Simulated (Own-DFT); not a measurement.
SiC (2H silicon carbide, strained, atoms displaced) (calculated)

Computed with Own-DFT development build. A calculation, not a measurement: plane-wave PBE density functional theory by an unreviewed code, no spin, of a simulated periodic cell, stress positive in tension, free energy of the whole cell less one offset for each atom, forces on such cells passed a denser k mesh, this cell's mesh not checked; offsets are fitted by least squares, one for each functional and potential file, so energies compare only between cells with the same atoms and settings and are not formation energies; the far tail of each file's local potential was reset to the Coulomb form; each entry is a single point on an unrelaxed cell, so the pressure reflects the starting lattice, mostly measured values (interpolated for alloys), from which strain is counted, and rises with the displacements; printed positions are rounded, which can move forces by about a meV/angstrom; the program, named Own-DFT, is a retired in-house code; no spin-orbit coupling.

Common to all runs: functional PBE; potential files PseudoDojo norm-conserving, scalar-relativistic, standard set; wave cutoff 42 hartree; occupations Fermi-Dirac; smearing width 0.1 eV; hardware one NVIDIA H100; k mesh 4 x 4 x 3 centred on Gamma.

(1) SiC (2H silicon carbide, strained, atoms displaced)

```xyz
72
Lattice="9.2095 -0.1580 0.1764 -4.7416 8.1103 0.0214 0.1920 0.1377 10.0106" Properties=species:S:1:pos:R:3 SiC
Si     9.1599    -0.0715     0.2182
Si     0.0420     1.8308     2.5394
C      0.0309     0.0459     1.9812
C      0.1030     1.8446     4.3947
Si     9.2167    -0.0668     5.2209
Si     0.1984     1.8232     7.4990
C      0.1778     0.2272     6.8900
C      0.2108     1.8417     9.4654
Si    -1.5111     2.7172     0.0542
Si    -1.5887     4.4867     2.6013
C      7.6329     2.5557     2.0260
C     -1.4772     4.5824     4.4321
Si    -1.4238     2.6849     5.0490
Si    -1.4511     4.6461     7.5389
C      7.7520     2.5989     7.1328
C     -1.4633     4.6175     9.4202
Si     6.1196     5.2988    10.1620
Si    -3.1304     7.1469     2.4731
C     -3.0727     5.4580     1.8695
C     -3.1010     7.2028     4.3954
Si     6.0233     5.3108     5.2148
Si    -3.0022     7.4014     7.5837
C     -2.9658     5.4576     6.8463
C     -3.0101     7.3094     9.4456
Si     3.0832    -0.0116     0.0829
Si     3.1453     1.6974     2.5102
C      3.0067     0.0407     1.9526
C      3.0555     1.8079     4.3985
Si    -1.6592     8.1255     5.0761
Si     3.2009     1.8121     7.4957
C     -1.5265     8.1139     7.0039
C      3.2161     1.7843     9.4748
Si     1.5909     2.8105    10.0257
Si     1.4139     4.4963     2.5459
C      1.5600     2.6916     1.8713
C      1.4217     4.4064     4.5039
Si     1.5773     2.7672     5.1114
Si     1.6244     4.4847     7.6439
C      1.6545     2.7883     6.9994
C      1.6824     4.4994     9.3942
Si     0.0675     5.4943     9.9886
Si    -0.0713     7.1079     2.5896
C     -0.0016     5.2559     1.9342
C     -0.0487     7.2177     4.4114
Si     0.0078     5.3913     5.0689
Si     0.0534     7.2670     7.6371
C      0.0649     5.5987     6.9574
C      0.0596     7.2646     9.4504
Si     1.3841     7.9843     0.1842
Si     6.2673     1.7842     2.6846
C      1.5006     7.9765     2.0042
C      6.1674     1.7103     4.5174
Si     6.1323     0.0343     5.1172
Si     6.2632     1.7815     7.6175
C      1.4949     8.0638     7.0098
C      6.3558     1.8756     9.5219
Si     4.7436     2.7572    10.1093
Si     4.6185     4.3552     2.5409
C      4.6676     2.5183     2.0239
C      4.5621     4.4911     4.5716
Si     4.7030     2.7053     5.1172
Si     4.6105     4.5015     7.6717
C      4.7083     2.6658     7.0394
C      4.7419     4.4803     9.4813
Si     3.0956     5.5174    10.0982
Si     2.9751     7.1131     2.5988
C      3.0340     5.3520     1.9835
C      3.0375     7.1794     4.4283
Si     3.1346     5.2833     5.0816
Si     3.1341     7.2073     7.7036
C      3.1041     5.4098     6.9646
C      3.1339     7.2116     9.6024
```

- free energy of cell above offsets: -3.160 eV
- pressure: 7.81 GPa
- stress xx: -6.83 GPa
- stress yy: -6.24 GPa
- stress zz: -10.38 GPa
- stress yz: 4.68 GPa
- stress xz: 5.63 GPa
- stress xy: -8.54 GPa
- wall time: 350.3 s

Force:
```csv
element,x (eV/Å),y (eV/Å),z (eV/Å)
Si,1.702,-3.704,1.515
Si,0.24,-0.225,-0.347
C,0.818,-0.055,-2.175
C,-0.836,-0.081,0.884
Si,1.691,-0.845,-2.208
Si,-2.2,3.624,2.16
C,-0.158,-4.286,-0.433
C,-1.969,2.771,-2.258
Si,-1.055,-0.336,-2.26
Si,0.694,0.282,-1.185
C,3.39,1.648,1.238
C,-2.469,-1.783,0.256
Si,-0.654,1.716,-0.096
Si,-0.057,-1.056,-0.484
C,2.708,1.248,-1.322
C,0.289,-0.061,-0.005
Si,3.588,2.63,0.398
Si,-1.789,1.998,1.882
C,-0.328,-2.083,-0.433
C,-1.485,0.497,0.354
Si,3.195,0.689,-0.37
Si,-1.965,-2.955,0.101
C,-1.789,1.355,1.767
C,-0.848,0.141,0.49
Si,-0.712,-1.989,-0.255
Si,-2.237,2.288,1.562
C,2.841,-2.837,-1.222
C,1.2,0.19,1.468
Si,1.236,-0.329,-0.5
Si,-0.394,-0.474,2.19
C,1.547,1.787,-1.706
C,-0.145,2.814,-1.136
Si,3.286,-1.418,1.211
Si,3.618,-2.467,1.384
C,-0.002,0.281,0.811
C,2.31,2.511,-1.43
Si,0.314,-2.155,-0.704
Si,-0.756,2.342,-2.81
C,0.44,-0.994,-1.118
C,-1.218,1.897,2.133
Si,0.436,-0.583,1.162
Si,-0.244,0.715,-0.684
C,-3.078,2.962,-1.543
C,-0.763,-0.388,1.474
Si,-0.044,2.114,0.792
Si,-1.486,-0.006,-0.564
C,0.311,-3.358,0.082
C,0.094,0.447,1.789
Si,0.103,1.362,-1.297
Si,-3.382,-3.652,-0.406
C,-1.561,1.302,0.47
C,1.005,2.263,0.327
Si,1.534,-3.096,-0.501
Si,-0.943,-0.909,1.496
C,2.329,1.81,0.054
C,-0.982,-1.446,0.381
Si,0.45,-1.934,-0.114
Si,-1.429,0.624,1.593
C,0.578,1.993,-0.892
C,2.031,-2.834,-2.696
Si,-1.699,-0.871,0.097
Si,1.584,-0.382,-1.668
C,0.592,1.146,-1.204
C,-3.216,0.265,0.911
Si,1.432,-2.788,1.076
Si,0.711,-0.332,0.894
C,-0.095,-1.071,-0.099
C,-1.36,-0.861,2.75
Si,-4.314,3.133,0.498
Si,-1.051,-0.03,-0.998
C,0.816,0.239,1.047
C,-0.398,1.587,-1.575
```

(2) SiC (2H silicon carbide, strained, atoms displaced)

```xyz
72
Lattice="9.1389 0.1435 0.0569 -4.4452 7.7878 0.1310 0.0620 0.2004 9.9481" Properties=species:S:1:pos:R:3 SiC
Si     9.1220     0.3910     9.9795
Si     0.0453     1.8055     2.5376
C      9.0535     0.2197     1.8846
C      0.0083     1.8951     4.3894
Si     9.1455     0.2710     5.0285
Si     0.0999     1.8947     7.5957
C      4.7215     8.0480     7.0129
C      0.1140     1.9591     9.3655
Si     7.6325     2.7420     0.1157
Si    -1.4850     4.4331     2.6882
C      7.6418     2.8096     1.9213
C     -1.4938     4.3865     4.4036
Si    -1.3924     2.6338     5.0506
Si    -1.3462     4.4749     7.5631
C      7.7148     2.8369     6.9611
C     -1.3486     4.6074     9.2913
Si    -2.9192     5.2369     0.1125
Si    -2.9620     7.0660     2.5036
C      6.1454     5.3250     2.0032
C     -2.8937     6.9212     4.5756
Si     6.1644     5.4119     5.1604
Si    -2.9223     7.1792     7.5526
C     -2.9216     5.3682     6.8297
C     -2.9050     7.2186     9.5537
Si    -1.3697     7.8196     0.1582
Si     3.0934     1.8311     2.5585
C      3.0807     0.1302     1.8054
C      3.0531     1.8728     4.4635
Si     3.0930     0.1748     4.9506
Si     3.0492     1.9015     7.4360
C     -1.3504     7.9432     6.9648
C      3.1450     2.0777     9.4275
Si     1.6026     2.5498     0.0655
Si     1.5525     4.3881     2.6653
C      1.5849     2.7087     1.8921
C      1.6318     4.4931     4.4350
Si     1.5835     2.7077     5.0240
Si     1.6524     4.5949     7.5889
C      1.6742     2.7715     6.7946
C      1.6872     4.5798     9.4646
Si     0.1425     5.4698    10.0311
Si     0.1059     7.0325     2.6474
C      0.0863     5.2102     1.8331
C      0.2072     7.0502     4.4250
Si     0.0518     5.2619     5.1125
Si     0.1036     7.0836     7.5957
C      0.0842     5.4134     6.9893
C      0.1144     7.1775     9.4387
Si     1.6854     8.0806    10.0964
Si     6.0789     1.8427     2.4890
C      6.1164     0.1542     1.9645
C      6.0924     2.0075     4.3625
Si     6.1225     0.2671     5.0409
Si     6.1679     2.0279     7.5035
C      1.6908     7.9513     7.0329
C      6.1114     2.0729     9.3420
Si     4.6760     2.8962     9.9618
Si     4.6639     4.4236     2.5914
C      4.7286     2.8434     1.9509
C      4.6531     4.4975     4.4416
Si     4.6037     2.8294     5.1508
Si     4.7748     4.5688     7.6139
C      4.6512     2.8643     6.9030
C      4.6333     4.6213     9.4274
Si     3.1455     5.2855     0.1260
Si     3.1308     7.0622     2.7173
C      3.0642     5.2976     1.9177
C      3.1321     7.2103     4.5613
Si     3.1515     5.4096     5.1783
Si     3.1982     7.2536     7.6233
C      3.1974     5.3872     7.0364
C      3.2244     7.2942     9.4857
```

- free energy of cell above offsets: -2.751 eV
- pressure: 16.11 GPa
- stress xx: -13.26 GPa
- stress yy: -15.09 GPa
- stress zz: -19.97 GPa
- stress yz: 5.67 GPa
- stress xz: 2.53 GPa
- stress xy: 9 GPa
- wall time: 343.9 s

Force:
```csv
element,x (eV/Å),y (eV/Å),z (eV/Å)
Si,0.665,-0.588,0.987
Si,-0.826,0.573,-1.352
C,0.523,-0.108,1.148
C,2.887,-1.826,-0.735
Si,0.635,-1.013,-0.328
Si,0.406,-0.103,-3.055
C,-0.672,2.047,0.353
C,-0.449,0.573,0.87
Si,-0.091,1.148,-1.027
Si,0.712,-0.975,-5.046
C,0.141,-0.282,1.651
C,1.384,0.352,3.611
Si,-3.903,1.593,-0.32
Si,-2.102,0.184,-2.441
C,0.521,0.829,0.029
C,-0.881,-0.98,3.492
Si,-1.073,-1.052,-0.992
Si,0.282,-1.99,1.619
C,0.603,2.135,0.463
C,-0.284,4.367,-3.08
Si,-0.356,-1.95,-2.294
Si,1.16,-2.571,1.068
C,0.641,-0.558,4.399
C,0.512,-0.689,-2.134
Si,-1.217,1.708,-1.294
Si,0.793,1.358,-0.571
C,-0.43,-0.435,2.461
C,1.475,0.67,-1.677
Si,-0.16,-2.847,0.383
Si,2.853,0.524,2.029
C,-0.515,0.89,-0.084
C,1.031,-3.188,-2.404
Si,-1.703,3.14,0.446
Si,0.724,1.243,-3.408
C,-0.282,-1.506,1.745
C,-0.438,-0.305,2.075
Si,-0.885,1.115,-0.919
Si,0.29,-1.428,0.197
C,-3.015,1.192,2.699
C,-0.703,-0.116,-0.93
Si,0.444,-1.599,-1.281
Si,0.728,-1.075,-2.04
C,-1.035,1.324,4.773
C,-1.279,0.222,2.65
Si,0.48,1.381,-0.917
Si,1.146,1.615,0.275
C,1.164,-1.707,-1.566
C,1.712,0.458,0.106
Si,-0.428,0.327,0.579
Si,2.187,1.894,1.476
C,-1.499,-1.288,-2.149
C,0.875,-0.903,1.745
Si,-1.361,-0.236,-0.656
Si,-0.454,-1.569,-0.038
C,-1.749,2.082,-0.458
C,2.252,-0.913,0.611
Si,-0.829,1.048,1.98
Si,-1.286,3.467,0.607
C,-3.048,-4.213,-2.058
C,-0.61,1.493,0.948
Si,0.322,-0.699,-3.043
Si,-1.166,0.93,-0.802
C,-0.304,-0.955,1.819
C,2.882,1.048,0.265
Si,-1.248,0.524,-0.668
Si,0.651,-0.641,-1.194
C,0.933,0.326,3.047
C,1.737,-1.445,-0.068
Si,0.157,-0.111,-1.089
Si,0.803,-2.475,0.454
C,0.091,1.5,-0.636
C,-0.524,-0.943,-0.301
```

(3) SiC (2H silicon carbide, strained, atoms displaced)

```xyz
72
Lattice="9.3940 0.1544 -0.1845 -4.5633 7.7755 -0.0375 -0.2008 -0.1631 10.2120" Properties=species:S:1:pos:R:3 SiC
Si    -0.0113     0.0924     0.0248
Si     0.0011     1.5936     2.5582
C     -4.5744     7.7238     1.8941
C     -0.0005     1.6941     4.4174
Si    -0.0520    -0.0265     5.0589
Si    -0.1492     1.7056     7.6836
C      4.6384     7.7475     6.8592
C     -0.1948     1.4640     9.6402
Si     7.6641     2.5303     9.9924
Si    -1.5310     4.2710     2.5884
C      7.7513     2.7106     1.6346
C     -1.6287     4.3203     4.4893
Si    -1.6077     2.5220     5.0891
Si    -1.6658     4.1576     7.6599
C      7.6724     2.6206     6.8107
C     -1.7074     4.2898     9.5053
Si     6.1244     5.1587     9.9923
Si    -2.9983     6.8813     2.4140
C      6.2767     5.2973     1.6932
C     -3.0646     6.8796     4.4675
Si    -3.0955     5.1622     5.0629
Si    -3.1792     6.7390     7.6635
C      6.1641     5.2352     6.7400
C     -3.1299     6.8234     9.4615
Si     2.9037    -0.0737    10.1319
Si     3.1689     1.7855     2.4325
C      3.1542     0.0390     1.8596
C      3.0616     1.8297     4.4003
Si     2.9977     0.0056     5.0569
Si     2.9739     1.6851     7.5800
C     -1.5664     7.6983     6.9444
C      2.9445     1.6778     9.5360
Si     1.3670     2.5624    10.1081
Si     1.5941     4.3930     2.4120
C      1.5712     2.6531     1.9166
C      1.5668     4.4722     4.4274
Si     1.4672     2.5584     5.0479
Si     1.4819     4.2464     7.5342
C      1.4497     2.5659     6.9615
C      1.4826     4.2692     9.5012
Si     0.1164     5.3018    -0.0198
Si     0.0258     6.9728     2.4326
C      0.0466     5.2524     1.8132
C     -0.0530     6.9328     4.3206
Si    -0.0347     5.1530     5.0220
Si    -0.1101     6.8652     7.5401
C      0.0595     5.1233     7.0469
C     -0.1081     6.8591     9.4753
Si     6.2147     0.1661    -0.0479
Si     6.2472     1.7991     2.3370
C      1.6611     7.8125     1.7280
C      6.1387     1.8102     4.3506
Si     6.2100     0.0826     4.9466
Si     6.1292     1.6955     7.5428
C      1.5686     7.7403     6.9065
C      6.0452     1.7136     9.5083
Si     4.5474     2.5397    10.0725
Si     4.6205     4.3697     2.4247
C      4.6817     2.6112     1.7991
C      4.6633     4.3806     4.2858
Si     4.6917     2.6666     4.9440
Si     4.6041     4.3386     7.4555
C      4.5550     2.5806     6.8500
C      4.5866     4.3346     9.3986
Si     3.1597     5.2771    -0.0762
Si     3.1924     7.0008     2.4110
C      3.1338     5.2545     1.8464
C      3.0966     6.9604     4.2865
Si     3.1528     5.2239     5.0221
Si     3.0310     6.8272     7.4315
C      3.0849     5.1503     6.8775
C      3.0465     6.9063     9.4763
```

* free energy of cell above offsets: -4.754 eV
* pressure: 3.54 GPa
* stress xx: 2.02 GPa
* stress yy: -14.19 GPa
* stress zz: 1.55 GPa
* stress yz: -4.97 GPa
* stress xz: -6.33 GPa
* stress xy: 8.63 GPa
* wall time: 359 s

Force:
```csv
element,x (eV/Å),y (eV/Å),z (eV/Å)
Si,0.204,-6.771,0.831
Si,-0.085,3.714,-0.918
C,-0.473,-1.292,-0.365
C,-1.818,0.226,0.394
Si,-1.164,-1.75,1.948
Si,0.177,-2.742,-0.482
C,0.413,1.492,-1.034
C,0.56,7.328,-3.029
Si,-0.522,1.864,0.177
Si,-0.494,0.739,-1.791
C,1.617,-0.642,2.273
C,1.839,-1.661,-0.965
Si,-0.793,-0.203,0.031
Si,0.234,2.337,-0.814
C,0.533,-0.552,0.529
C,1.146,-2.418,0.941
Si,0.263,1.235,0.307
Si,-0.006,0.379,1.65
C,0.133,-0.971,0.417
C,-0.671,0.557,-1.965
Si,-2.375,-0.397,0.521
Si,-0.06,1.857,-1.741
C,0.814,-1.383,1.135
C,-1.952,-0.752,2.497
Si,0.842,-0.311,0.493
Si,-1.537,0.132,1.363
C,-2.346,0.174,-1.179
C,0.304,-1.189,-0.383
Si,1.022,0.823,0.068
Si,0.87,-0.059,0.187
C,-1.857,0.313,-0.623
C,-0.034,0.578,-1.062
Si,0.395,-1.777,1.84
Si,-0.551,0.341,2.261
C,-0.517,-1.385,-1.545
C,-0.666,-2.463,-1.055
Si,1.766,2.222,-0.346
Si,2.029,1.18,1.5
C,-0.824,-1.941,-0.106
C,-1.463,0.038,-0.847
Si,-1.005,-0.368,-1.762
Si,1.774,-0.33,0.88
C,-0.59,-1.314,0.977
C,1.192,0.258,0.755
Si,0.81,1.443,1.001
Si,2.419,0.116,1.132
C,-3.887,-0.122,-2.356
C,0.679,0.609,0.035
Si,0.516,-1.9,-1.891
Si,-0.047,0.266,1.227
C,-0.536,0.291,1.6
C,2.734,-0.026,-1.733
Si,-2.298,-1.205,1.312
Si,-0.714,0.53,-0.14
C,-1.525,0.059,-1.303
C,1.213,0.052,-1.848
Si,-1.275,1.143,0.44
Si,1.91,0.477,-0.378
C,0.213,1.003,-0.848
C,0.892,1.022,0.549
Si,-2.29,-0.249,1.055
Si,0.855,-0.411,0.772
C,0.569,-0.44,0.841
C,-0.866,-0.674,0.127
Si,1.943,1.298,-0.469
Si,0.26,0.05,-0.32
C,0.15,-0.228,-1.4
C,2.224,0.832,0.036
Si,-0.587,0.075,-1.038
Si,1.571,2.283,2.467
C,-0.877,-1.23,-0.157
C,-0.379,-0.181,-0.674
```

(4) SiC (2H silicon carbide, strained, atoms displaced)

```xyz
72
Lattice="9.2613 0.0947 0.1211 -4.5486 7.9863 -0.0196 0.1319 0.0515 10.0234" Properties=species:S:1:pos:R:3 SiC
Si     0.0463     0.0179     0.0026
Si     0.0070     1.7528     2.4692
C      4.7249     8.0059     1.9434
C     -0.0206     1.8732     4.3649
Si     4.7824     8.0626     5.0586
Si     0.0661     1.7869     7.4962
C      4.7750     8.0737     7.0189
C      0.1527     1.8948     9.3855
Si     7.7640     2.6944     0.1354
Si    -1.4530     4.4781     2.5799
C     -1.4759     2.6893     1.8546
C     -1.4850     4.4321     4.4444
Si    -1.4402     2.7418     5.1306
Si    -1.3512     4.3937     7.4686
C     -1.4324     2.7376     6.8600
C     -1.3404     4.4475     9.4137
Si     6.3412     5.4557    10.1002
Si    -2.9485     7.1242     2.4805
C      6.2195     5.4433     2.0247
C     -2.9816     7.2316     4.3895
Si     6.2866     5.4042     5.2492
Si    -2.9796     7.1444     7.5360
C     -2.8331     5.3999     6.8595
C     -2.8785     7.1634     9.4509
Si     3.0566     0.1162     0.0885
Si     3.1938     1.8347     2.4992
C      3.0274     0.0492     1.9786
C      3.1698     1.7957     4.4368
Si    -1.4272     7.9729     5.0161
Si     3.1669     1.8169     7.5256
C      3.1728     0.0750     6.9046
C      3.2521     1.8779     9.4255
Si     1.7220     2.6904     9.9457
Si     1.5842     4.4538     2.5255
C      1.5757     2.7206     1.8616
C      1.7510     4.5375     4.3443
Si     1.6775     2.7152     5.0272
Si     1.7757     4.5127     7.5317
C      1.6313     2.7027     6.9102
C      1.6483     4.6136     9.4252
Si     0.1902     5.4423    10.0118
Si     0.1429     7.2383     2.5696
C      0.0444     5.2950     1.9370
C      0.1238     7.1639     4.3742
Si     0.1444     5.3553     5.1182
Si     0.1418     7.2623     7.6077
C      0.1173     5.4548     6.8532
C      0.1502     7.1436     9.5194
Si     6.1479     0.0703     0.1480
Si     6.2645     1.8444     2.5800
C      6.1071     0.0752     1.9930
C      6.2947     1.9300     4.3864
Si     1.7115     7.9759     5.1020
Si     6.2529     1.9323     7.5605
C      6.3434     0.1035     7.0198
C      6.3089     1.9230     9.4243
Si     4.7674     2.8086    10.0484
Si     4.7611     4.5175     2.6069
C      4.7277     2.7385     1.9843
C      4.7919     4.4757     4.4451
Si     4.7257     2.7380     5.1020
Si     4.7974     4.5871     7.5971
C      4.7948     2.8013     6.9958
C      4.8256     4.5523     9.4021
Si     3.2374     5.4206    10.0523
Si     3.2139     7.1035     2.5108
C      3.2414     5.3405     1.8716
C      3.2281     7.2148     4.4662
Si     3.1366     5.4276     5.2051
Si     3.2904     7.2173     7.6787
C      3.2901     5.4592     6.8543
C      3.2713     7.2244     9.4913
```

- free energy of cell above offsets: -5.739 eV
- pressure: 5.21 GPa
- stress xx: -2.96 GPa
- stress yy: -1.19 GPa
- stress zz: -11.47 GPa
- stress yz: 1.28 GPa
- stress xz: 4.26 GPa
- stress xy: 4.42 GPa
- wall time: 352.9 s

Force:
```csv
element,x (eV/Å),y (eV/Å),z (eV/Å)
Si,-1.379,-0.142,-0.413
Si,0.713,0.583,0.519
C,0.124,1.542,0.691
C,2.293,-1.241,0.799
Si,-1.709,2.251,0.911
Si,0.609,0.323,0.136
C,0.234,0.747,-0.675
C,0.383,-2.08,-0.525
Si,-1.076,1.764,-0.453
Si,-0.989,-0.735,-0.787
C,-0.472,-0.584,0.246
C,1.363,1.564,0.301
Si,-1.154,-1.349,-4.845
Si,0.158,3.146,1.986
C,-0.029,-2.079,2.237
C,-0.437,0.48,-0.834
Si,0.992,-0.282,0.923
Si,-1.903,-0.831,1.093
C,1.498,-0.187,-0.823
C,1.163,-2.946,-0.51
Si,-0.519,0.804,-4.356
Si,1.998,0.181,0.107
C,-1.601,-0.633,2.97
C,0.326,0.139,-1.205
Si,0.271,-2.099,-0.026
Si,-1.57,0.595,1.355
C,2.581,0.851,-1.29
C,0.506,0.24,-0.035
Si,0.654,1.556,-0.253
Si,0.951,0.77,-0.221
C,-0.596,-0.231,0.866
C,0.185,-0.143,-0.6
Si,-1.097,2.506,1.924
Si,1.131,0.585,-0.952
C,0.474,-1.385,-0.135
C,-1.669,-0.782,2.539
Si,-1.101,-0.043,-1.22
Si,-1.964,0.641,-0.047
C,0.282,0.564,0.351
C,2.64,-2.084,-1.103
Si,-2.113,-1.763,1.962
Si,-2.724,-2.978,-0.498
C,0.806,2.277,-0.615
C,0.471,-0.734,2.087
Si,-0.393,0.251,-4.22
Si,0.792,-1.34,-0.463
C,1.381,-0.672,3.472
C,0.347,2.861,-1.092
Si,-0.394,0.141,-1.674
Si,-0.018,0.78,-0.015
C,3.246,0.506,-0.877
C,-0.322,-1.402,3.319
Si,-0.784,2.684,-0.813
Si,1.428,-1.282,0.646
C,-1.642,0.221,-0.308
C,0.265,-0.779,1.335
Si,1.013,-0.317,0.948
Si,-0.771,-0.302,-0.013
C,-0.221,-0.062,-1.687
C,-1.146,1.49,1.983
Si,0.366,-0.466,-1.248
Si,0.755,-0.281,-1.474
C,-2.004,-0.103,-0.8
C,-0.874,0.766,1.264
Si,0.642,0.166,0.13
Si,-0.864,0.244,1.136
C,-1.56,0.055,0.94
C,0.415,-1.57,-0.717
Si,2.119,-0.128,-7.486
Si,-0.852,-0.132,-1.43
C,-0.157,-0.308,6.556
C,0.528,0.201,1.01
```
